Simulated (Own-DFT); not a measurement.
Simulation results for GaP (zincblende, atoms displaced)

All values are calculated (Own-DFT development build). A calculation, not a measurement: plane-wave PBE density functional theory by an unreviewed code, no spin, of a simulated periodic cell, stress positive in tension, free energy of the whole cell less one offset for each atom, forces on such cells passed a denser k mesh, this cell's mesh not checked; offsets are fitted by least squares, one for each functional and potential file, so energies compare only between cells with the same atoms and settings and are not formation energies; the far tail of each file's local potential was reset to the Coulomb form; each entry is a single point on an unrelaxed cell, so the pressure reflects the starting lattice, mostly measured values (interpolated for alloys), from which strain is counted, and rises with the displacements; printed positions are rounded, which can move forces by about a meV/angstrom; the program, named Own-DFT, is a retired in-house code; no spin-orbit coupling; before rounding, a Quantum ESPRESSO 7.3.1 run of the same cell and cutoff gave forces within 1 meV/angstrom rms on each cell, which checks the program and not the settings.

Common to all runs: functional PBE; potential files PseudoDojo norm-conserving, scalar-relativistic, standard set; wave cutoff 42 hartree; occupations Fermi-Dirac; smearing width 0.1 eV; k mesh 2 x 3 x 3 centred on Gamma.

(1) 
```cif
# cell vector a (Å): 16.3515 0.0000 0.0000
# cell vector b (Å): 0.0000 10.9010 0.0000
# cell vector c (Å): 0.0000 0.0000 10.9010
data_GaP
_symmetry_space_group_name_H-M 'P 1'
_symmetry_Int_Tables_number 1
_cell_length_a 16.3515
_cell_length_b 10.9010
_cell_length_c 10.9010
_cell_angle_alpha 90.000
_cell_angle_beta 90.000
_cell_angle_gamma 90.000
_cell_volume 1943.08
loop_
_atom_site_label
_atom_site_type_symbol
_atom_site_fract_x
_atom_site_fract_y
_atom_site_fract_z
_atom_site_occupancy
Ga1 Ga 0.00205 0.99920 0.00189 1
Ga2 Ga 0.00195 0.24930 0.24870 1
Ga3 Ga 0.16688 0.00159 0.24963 1
Ga4 Ga 0.16695 0.25033 0.99794 1
P1 P 0.08237 0.12591 0.12441 1
P2 P 0.08440 0.37464 0.37453 1
P3 P 0.24833 0.12337 0.37678 1
P4 P 0.24842 0.37743 0.12077 1
Ga5 Ga 0.99845 0.99939 0.49921 1
Ga6 Ga 0.00014 0.25133 0.75106 1
Ga7 Ga 0.16529 0.00165 0.75038 1
Ga8 Ga 0.16665 0.25044 0.50271 1
P5 P 0.08085 0.12501 0.62635 1
P6 P 0.08353 0.37689 0.87235 1
P7 P 0.25138 0.12640 0.87450 1
P8 P 0.24996 0.37279 0.61973 1
Ga9 Ga 0.00012 0.49978 0.99943 1
Ga10 Ga 0.00060 0.75009 0.24837 1
Ga11 Ga 0.16638 0.50050 0.24705 1
Ga12 Ga 0.16736 0.75008 0.99753 1
P9 P 0.08229 0.62925 0.12323 1
P10 P 0.08378 0.87320 0.37547 1
P11 P 0.24889 0.62863 0.37483 1
P12 P 0.24990 0.87109 0.12455 1
Ga13 Ga 0.99963 0.50075 0.50112 1
Ga14 Ga 0.99799 0.74767 0.75039 1
Ga15 Ga 0.16543 0.50130 0.74761 1
Ga16 Ga 0.16502 0.74994 0.49893 1
P13 P 0.08409 0.62309 0.62429 1
P14 P 0.08388 0.87893 0.87830 1
P15 P 0.24883 0.62461 0.87668 1
P16 P 0.25036 0.87349 0.62476 1
Ga17 Ga 0.33327 0.99914 0.99999 1
Ga18 Ga 0.33398 0.25152 0.25186 1
Ga19 Ga 0.50065 0.00114 0.25011 1
Ga20 Ga 0.49875 0.25145 0.99791 1
P17 P 0.41723 0.12283 0.12332 1
P18 P 0.41526 0.37421 0.37697 1
P19 P 0.58322 0.12515 0.37680 1
P20 P 0.58089 0.37580 0.12578 1
Ga21 Ga 0.33226 0.99795 0.50483 1
Ga22 Ga 0.33350 0.24889 0.75085 1
Ga23 Ga 0.49976 0.99998 0.74945 1
Ga24 Ga 0.49965 0.24945 0.50095 1
P21 P 0.41552 0.12169 0.62111 1
P22 P 0.41504 0.37640 0.87272 1
P23 P 0.58406 0.12691 0.87420 1
P24 P 0.58526 0.37459 0.62337 1
Ga25 Ga 0.33377 0.50274 0.99825 1
Ga26 Ga 0.33393 0.75144 0.25297 1
Ga27 Ga 0.49952 0.50090 0.24855 1
Ga28 Ga 0.50140 0.74759 0.99793 1
P25 P 0.41796 0.62429 0.12665 1
P26 P 0.41601 0.87532 0.37375 1
P27 P 0.58393 0.62862 0.37261 1
P28 P 0.58363 0.87608 0.12554 1
Ga29 Ga 0.33536 0.50150 0.50021 1
Ga30 Ga 0.33351 0.74812 0.75065 1
Ga31 Ga 0.50055 0.50037 0.75147 1
Ga32 Ga 0.50025 0.75096 0.50190 1
P29 P 0.41619 0.62198 0.62578 1
P30 P 0.41753 0.87525 0.87525 1
P31 P 0.58272 0.62831 0.87099 1
P32 P 0.58329 0.87319 0.62885 1
Ga33 Ga 0.66602 0.00062 0.00206 1
Ga34 Ga 0.66662 0.25064 0.25045 1
Ga35 Ga 0.83212 0.99968 0.24776 1
Ga36 Ga 0.83480 0.24844 0.99680 1
P33 P 0.74921 0.12000 0.12292 1
P34 P 0.74953 0.37480 0.37664 1
P35 P 0.91703 0.12825 0.37554 1
P36 P 0.91658 0.37470 0.12705 1
Ga37 Ga 0.66518 0.99983 0.49769 1
Ga38 Ga 0.66669 0.24915 0.74569 1
Ga39 Ga 0.83479 0.99767 0.74900 1
Ga40 Ga 0.83301 0.24591 0.49792 1
P37 P 0.74883 0.12359 0.62367 1
P38 P 0.75061 0.37540 0.87609 1
P39 P 0.91663 0.12474 0.87407 1
P40 P 0.91613 0.37440 0.62247 1
Ga41 Ga 0.66691 0.49787 0.00133 1
Ga42 Ga 0.66702 0.74806 0.25289 1
Ga43 Ga 0.83361 0.50032 0.24834 1
Ga44 Ga 0.83173 0.74905 0.00195 1
P41 P 0.74963 0.62647 0.12088 1
P42 P 0.74837 0.87545 0.37563 1
P43 P 0.91826 0.62278 0.37430 1
P44 P 0.91834 0.87401 0.12425 1
Ga45 Ga 0.66934 0.49745 0.50059 1
Ga46 Ga 0.66580 0.75065 0.74834 1
Ga47 Ga 0.83258 0.49750 0.75283 1
Ga48 Ga 0.83251 0.74875 0.50160 1
P45 P 0.75135 0.62476 0.62460 1
P46 P 0.74880 0.87537 0.87875 1
P47 P 0.91683 0.62290 0.86932 1
P48 P 0.91540 0.87455 0.62636 1
_calc_free_energy_of_cell_above_offsets '-53.530'  # eV
_calc_pressure 2.73  # GPa
_calc_stress_xx -2.74  # GPa
_calc_stress_yy -2.74  # GPa
_calc_stress_zz -2.71  # GPa
_calc_stress_yz -0.1  # GPa
_calc_stress_xz 0.07  # GPa
_calc_stress_xy -0.12  # GPa
```

Force:
| element | x (eV/Å) | y (eV/Å) | z (eV/Å) |
| --- | --- | --- | --- |
| Ga | -0.477 | 0.257 | -0.122 |
| Ga | -0.201 | 0.271 | 0.257 |
| Ga | -0.025 | -0.297 | -0.076 |
| Ga | -0.141 | 0.027 | -0.043 |
| P | 0.421 | -0.043 | -0.057 |
| P | -0.093 | 0.132 | 0.069 |
| P | 0.352 | 0.17 | -0.011 |
| P | 0.448 | -0.232 | 0.359 |
| Ga | 0.1 | -0.052 | 0.023 |
| Ga | -0.236 | 0.044 | -0.146 |
| Ga | 0.277 | -0.046 | -0.113 |
| Ga | -0.347 | -0.334 | -0.361 |
| P | 0.237 | -0.006 | -0.186 |
| P | 0.011 | -0.159 | 0.273 |
| P | -0.259 | -0.284 | 0.083 |
| P | 0.247 | 0.447 | 0.768 |
| Ga | -0.101 | 0.093 | 0.021 |
| Ga | -0.111 | 0.016 | 0.307 |
| Ga | -0.064 | 0.217 | 0.147 |
| Ga | -0.203 | 0.114 | 0.199 |
| P | 0.207 | -0.471 | -0.099 |
| P | -0.274 | 0.404 | -0.174 |
| P | 0.208 | -0.544 | -0.013 |
| P | 0.059 | 0.469 | 0.071 |
| Ga | 0.151 | -0.316 | -0.2 |
| Ga | 0.603 | 0.41 | -0.09 |
| Ga | 0.526 | -0.326 | 0.01 |
| Ga | 0.236 | 0.017 | 0.232 |
| P | -0.315 | 0.48 | 0.019 |
| P | -0.102 | -0.626 | -0.575 |
| P | 0.116 | -0.017 | -0.495 |
| P | -0.424 | -0.103 | 0.357 |
| Ga | -0.098 | -0.147 | 0.035 |
| Ga | -0.404 | -0.277 | -0.373 |
| Ga | -0.058 | -0.112 | 0.017 |
| Ga | 0.004 | -0.1 | 0.011 |
| P | -0.14 | 0.399 | 0.214 |
| P | 0.5 | 0.236 | -0.215 |
| P | -0.125 | 0.144 | -0.287 |
| P | 0.349 | -0.208 | -0.122 |
| Ga | -0.099 | -0.078 | -0.789 |
| Ga | -0.018 | 0.094 | -0.516 |
| Ga | 0.013 | 0.139 | 0.11 |
| Ga | 0.005 | 0.045 | -0.031 |
| P | 0.29 | 0.419 | 0.637 |
| P | 0.226 | -0.037 | 0.127 |
| P | -0.131 | -0.078 | -0.024 |
| P | -0.481 | 0.163 | 0.146 |
| Ga | -0.005 | -0.113 | 0.254 |
| Ga | -0.057 | -0.218 | -0.323 |
| Ga | 0.022 | -0.09 | 0.513 |
| Ga | -0.161 | 0.367 | 0.35 |
| P | -0.34 | 0.28 | -0.293 |
| P | 0.239 | 0.226 | 0.44 |
| P | -0.189 | -0.763 | 0.612 |
| P | -0.05 | -0.347 | 0.04 |
| Ga | -0.613 | -0.015 | -0.226 |
| Ga | -0.032 | 0.119 | 0.079 |
| Ga | 0.074 | -0.201 | -0.276 |
| Ga | -0.15 | -0.079 | -0.158 |
| P | 0.278 | 0.351 | 0.018 |
| P | -0.144 | -0.154 | -0.035 |
| P | 0.376 | -0.643 | 0.433 |
| P | -0.06 | 0.419 | -0.574 |
| Ga | -0.281 | -0.138 | -0.33 |
| Ga | 0.016 | -0.152 | -0.16 |
| Ga | 0.354 | -0.094 | 0.309 |
| Ga | -0.203 | 0.022 | 0.456 |
| P | 0.18 | 0.944 | 0.19 |
| P | 0.338 | -0.113 | -0.463 |
| P | -0.014 | -0.592 | -0.494 |
| P | 0.079 | -0.149 | -0.389 |
| Ga | -0.033 | -0.174 | 0.408 |
| Ga | 0.174 | 0.102 | 0.425 |
| Ga | -0.541 | 0.216 | 0.306 |
| Ga | -0.108 | 0.387 | 0.301 |
| P | 0.295 | -0.224 | 0.025 |
| P | -0.327 | -0.369 | -0.115 |
| P | 0.296 | -0.224 | 0.033 |
| P | -0.152 | -0.105 | 0.264 |
| Ga | -0.354 | 0.242 | -0.288 |
| Ga | 0.102 | 0.397 | -0.581 |
| Ga | -0.222 | 0.051 | 0.142 |
| Ga | 0.579 | 0.135 | -0.536 |
| P | -0.108 | -0.353 | 0.716 |
| P | 0.419 | -0.128 | -0.029 |
| P | -0.322 | 0.418 | -0.001 |
| P | -0.374 | 0.072 | 0.074 |
| Ga | -0.416 | 0.568 | -0.166 |
| Ga | 0.567 | -0.055 | 0.183 |
| Ga | 0.118 | 0.024 | -0.555 |
| Ga | 0.219 | 0.093 | -0.401 |
| P | -0.283 | -0.161 | 0.315 |
| P | 0.13 | -0.028 | -0.484 |
| P | -0.266 | 0.114 | 0.934 |
| P | 0.288 | -0.182 | -0.318 |

(2) 
```cif
# cell vector a (Å): 16.3515 0.0000 0.0000
# cell vector b (Å): 0.0000 10.9010 0.0000
# cell vector c (Å): 0.0000 0.0000 10.9010
data_GaP
_symmetry_space_group_name_H-M 'P 1'
_symmetry_Int_Tables_number 1
_cell_length_a 16.3515
_cell_length_b 10.9010
_cell_length_c 10.9010
_cell_angle_alpha 90.000
_cell_angle_beta 90.000
_cell_angle_gamma 90.000
_cell_volume 1943.08
loop_
_atom_site_label
_atom_site_type_symbol
_atom_site_fract_x
_atom_site_fract_y
_atom_site_fract_z
_atom_site_occupancy
Ga1 Ga 0.00013 0.99969 0.00253 1
Ga2 Ga 0.00128 0.25025 0.25033 1
Ga3 Ga 0.16704 0.00243 0.24697 1
Ga4 Ga 0.16805 0.24965 0.99860 1
P1 P 0.08297 0.12790 0.12531 1
P2 P 0.08469 0.37711 0.37402 1
P3 P 0.25185 0.12279 0.37675 1
P4 P 0.25076 0.37547 0.12516 1
Ga5 Ga 0.99883 0.00320 0.50395 1
Ga6 Ga 0.00083 0.24698 0.75211 1
Ga7 Ga 0.16564 0.00039 0.75086 1
Ga8 Ga 0.16754 0.24802 0.49976 1
P5 P 0.08475 0.12640 0.62531 1
P6 P 0.08295 0.37378 0.87205 1
P7 P 0.25209 0.12426 0.87469 1
P8 P 0.24867 0.37318 0.62516 1
Ga9 Ga 0.00027 0.49955 0.00171 1
Ga10 Ga 0.00168 0.75028 0.25139 1
Ga11 Ga 0.16668 0.50002 0.24923 1
Ga12 Ga 0.16535 0.75219 0.99702 1
P9 P 0.08415 0.62884 0.12424 1
P10 P 0.08400 0.87131 0.37521 1
P11 P 0.24963 0.62402 0.37493 1
P12 P 0.25088 0.87625 0.12229 1
Ga13 Ga 0.00067 0.49672 0.50039 1
Ga14 Ga 0.99998 0.75182 0.75012 1
Ga15 Ga 0.16764 0.49689 0.74764 1
Ga16 Ga 0.16648 0.75008 0.49948 1
P13 P 0.08185 0.62478 0.62460 1
P14 P 0.08218 0.87519 0.87473 1
P15 P 0.25046 0.62763 0.87121 1
P16 P 0.24996 0.87521 0.62280 1
Ga17 Ga 0.33514 0.99722 0.99917 1
Ga18 Ga 0.33240 0.24977 0.24878 1
Ga19 Ga 0.49787 0.99985 0.25083 1
Ga20 Ga 0.50140 0.25172 0.00265 1
P17 P 0.41693 0.13093 0.12549 1
P18 P 0.41672 0.37501 0.37431 1
P19 P 0.58093 0.12518 0.37689 1
P20 P 0.58286 0.37318 0.12267 1
Ga21 Ga 0.33373 0.00133 0.49933 1
Ga22 Ga 0.33323 0.24756 0.74961 1
Ga23 Ga 0.49826 0.99534 0.74624 1
Ga24 Ga 0.49832 0.25062 0.49697 1
P21 P 0.41852 0.12557 0.62680 1
P22 P 0.41738 0.37672 0.87576 1
P23 P 0.58423 0.12561 0.87622 1
P24 P 0.58470 0.37439 0.62455 1
Ga25 Ga 0.33248 0.50079 0.00043 1
Ga26 Ga 0.33309 0.75004 0.25155 1
Ga27 Ga 0.49801 0.49701 0.25084 1
Ga28 Ga 0.50061 0.74914 0.00062 1
P25 P 0.41639 0.62769 0.12480 1
P26 P 0.41419 0.87253 0.37491 1
P27 P 0.58311 0.62458 0.37751 1
P28 P 0.58292 0.87600 0.12544 1
Ga29 Ga 0.33366 0.50007 0.49916 1
Ga30 Ga 0.33476 0.75079 0.74931 1
Ga31 Ga 0.50011 0.50055 0.75375 1
Ga32 Ga 0.50120 0.75047 0.49983 1
P29 P 0.41763 0.62689 0.62698 1
P30 P 0.41685 0.87523 0.87303 1
P31 P 0.58203 0.62425 0.87091 1
P32 P 0.58438 0.87142 0.62522 1
Ga33 Ga 0.66406 0.99760 0.99850 1
Ga34 Ga 0.66580 0.24956 0.24845 1
Ga35 Ga 0.83209 0.99960 0.25147 1
Ga36 Ga 0.83315 0.25179 0.00053 1
P33 P 0.75176 0.12506 0.12684 1
P34 P 0.74876 0.37660 0.37649 1
P35 P 0.91662 0.12547 0.37742 1
P36 P 0.91978 0.37356 0.12622 1
Ga37 Ga 0.66614 0.00341 0.49847 1
Ga38 Ga 0.66438 0.25172 0.75036 1
Ga39 Ga 0.83474 0.99807 0.75031 1
Ga40 Ga 0.83413 0.24941 0.50061 1
P37 P 0.75139 0.12660 0.62462 1
P38 P 0.74908 0.37201 0.87490 1
P39 P 0.91858 0.12652 0.87404 1
P40 P 0.91773 0.37327 0.62463 1
Ga41 Ga 0.66895 0.50152 0.99745 1
Ga42 Ga 0.66749 0.75010 0.25225 1
Ga43 Ga 0.83415 0.49893 0.25305 1
Ga44 Ga 0.83608 0.75153 0.00004 1
P41 P 0.75167 0.62587 0.12516 1
P42 P 0.75178 0.87633 0.37724 1
P43 P 0.91513 0.62433 0.37510 1
P44 P 0.91669 0.87507 0.12369 1
Ga45 Ga 0.66634 0.49989 0.49713 1
Ga46 Ga 0.66380 0.74813 0.75182 1
Ga47 Ga 0.83445 0.49916 0.74845 1
Ga48 Ga 0.83366 0.75274 0.50299 1
P45 P 0.75118 0.62407 0.62763 1
P46 P 0.74977 0.87455 0.87654 1
P47 P 0.91469 0.62419 0.87383 1
P48 P 0.91801 0.87662 0.62575 1
_calc_free_energy_of_cell_above_offsets '-53.603'  # eV
_calc_pressure 2.72  # GPa
_calc_stress_xx -2.71  # GPa
_calc_stress_yy -2.72  # GPa
_calc_stress_zz -2.72  # GPa
_calc_stress_yz 0.12  # GPa
_calc_stress_xz 0.1  # GPa
_calc_stress_xy -0.04  # GPa
```

Force:
| element | x (eV/Å) | y (eV/Å) | z (eV/Å) |
| --- | --- | --- | --- |
| Ga | -0.017 | 0.191 | -0.2 |
| Ga | -0.085 | -0.045 | 0.353 |
| Ga | -0.043 | -0.301 | 0.275 |
| Ga | -0.088 | 0.113 | -0.062 |
| P | 0.22 | -0.224 | -0.148 |
| P | -0.011 | -0.406 | 0.11 |
| P | -0.335 | 0.309 | -0.402 |
| P | -0.247 | 0.001 | -0.075 |
| Ga | 0.456 | -0.264 | -0.414 |
| Ga | -0.009 | 0.298 | -0.41 |
| Ga | 0.307 | -0.1 | -0.094 |
| Ga | -0.047 | 0.178 | -0.214 |
| P | -0.15 | -0.129 | 0.016 |
| P | 0.206 | 0.194 | 0.441 |
| P | -0.269 | -0.199 | 0.121 |
| P | 0.547 | -0.026 | -0.239 |
| Ga | 0.122 | 0.21 | -0.294 |
| Ga | -0.464 | -0.114 | -0.094 |
| Ga | 0.051 | 0.198 | -0.163 |
| Ga | 0.375 | -0.114 | 0.039 |
| P | -0.013 | -0.411 | -0.035 |
| P | -0.099 | 0.921 | 0.05 |
| P | 0.041 | 0.039 | -0.006 |
| P | -0.146 | -0.185 | 0.213 |
| Ga | -0.201 | 0.361 | -0.117 |
| Ga | -0.111 | -0.373 | 0.03 |
| Ga | -0.266 | 0.46 | 0.166 |
| Ga | 0.038 | -0.237 | 0.159 |
| P | 0.284 | -0.029 | 0.068 |
| P | 0.021 | 0.241 | 0.029 |
| P | -0.203 | -0.323 | 0.288 |
| P | -0.002 | 0.079 | 0.288 |
| Ga | 0.086 | 0.481 | 0.129 |
| Ga | -0.009 | 0.084 | 0.277 |
| Ga | -0.037 | 0.043 | -0.057 |
| Ga | -0.215 | -0.175 | -0.56 |
| P | -0.066 | -0.757 | -0.148 |
| P | -0.403 | -0.097 | 0.066 |
| P | 0.22 | -0.039 | -0.424 |
| P | 0.372 | 0.688 | 0.33 |
| Ga | 0.209 | -0.186 | 0.358 |
| Ga | 0.177 | 0.392 | 0.075 |
| Ga | 0.612 | 0.377 | 0.352 |
| Ga | 0.256 | 0.111 | 0.505 |
| P | -0.303 | -0.046 | -0.406 |
| P | -0.243 | -0.333 | 0.057 |
| P | -0.568 | -0.254 | -0.329 |
| P | -0.553 | 0.254 | -0.129 |
| Ga | 0.098 | 0.221 | -0.184 |
| Ga | -0.3 | -0.095 | -0.288 |
| Ga | 0.42 | 0.403 | -0.296 |
| Ga | 0.011 | 0.118 | -0.181 |
| P | -0.009 | -0.346 | 0.128 |
| P | 0.477 | 0.29 | 0.177 |
| P | -0.124 | -0.033 | -0.524 |
| P | -0.056 | -0.2 | 0.23 |
| Ga | -0.01 | 0.057 | 0.314 |
| Ga | -0.259 | 0.115 | -0.178 |
| Ga | -0.113 | -0.315 | -0.701 |
| Ga | -0.283 | -0.054 | 0.025 |
| P | -0.001 | -0.331 | -0.298 |
| P | 0.153 | -0.224 | 0.292 |
| P | 0.228 | 0.038 | 0.896 |
| P | 0.013 | 0.544 | -0.265 |
| Ga | 0.557 | 0.348 | 0.249 |
| Ga | 0.087 | -0.019 | 0.216 |
| Ga | 0.411 | 0.06 | -0.084 |
| Ga | 0.241 | -0.178 | 0.032 |
| P | -0.44 | -0.139 | -0.316 |
| P | 0.218 | -0.461 | -0.272 |
| P | 0.12 | -0.032 | -0.411 |
| P | -0.567 | 0.189 | 0.012 |
| Ga | 0.142 | -0.207 | 0.326 |
| Ga | 0.374 | -0.392 | -0.11 |
| Ga | -0.27 | 0.287 | 0.104 |
| Ga | -0.199 | 0.261 | -0.067 |
| P | -0.29 | -0.177 | 0.29 |
| P | 0.3 | 0.373 | -0.161 |
| P | -0.429 | -0.353 | 0.392 |
| P | 0.041 | -0.083 | 0.17 |
| Ga | -0.27 | 0.007 | 0.191 |
| Ga | 0.003 | -0.009 | -0.095 |
| Ga | -0.112 | -0.091 | -0.374 |
| Ga | -0.443 | -0.176 | -0.074 |
| P | -0.053 | -0.041 | 0.037 |
| P | -0.439 | -0.089 | -0.027 |
| P | 0.418 | 0.2 | 0.258 |
| P | 0.16 | 0.103 | 0.53 |
| Ga | 0.168 | 0.177 | 0.585 |
| Ga | 0.743 | 0.088 | -0.131 |
| Ga | -0.187 | -0.292 | 0.136 |
| Ga | 0.043 | -0.34 | -0.018 |
| P | -0.37 | 0.165 | -0.299 |
| P | -0.034 | -0.094 | -0.19 |
| P | 0.538 | 0.023 | 0.136 |
| P | -0.105 | -0.154 | 0.039 |
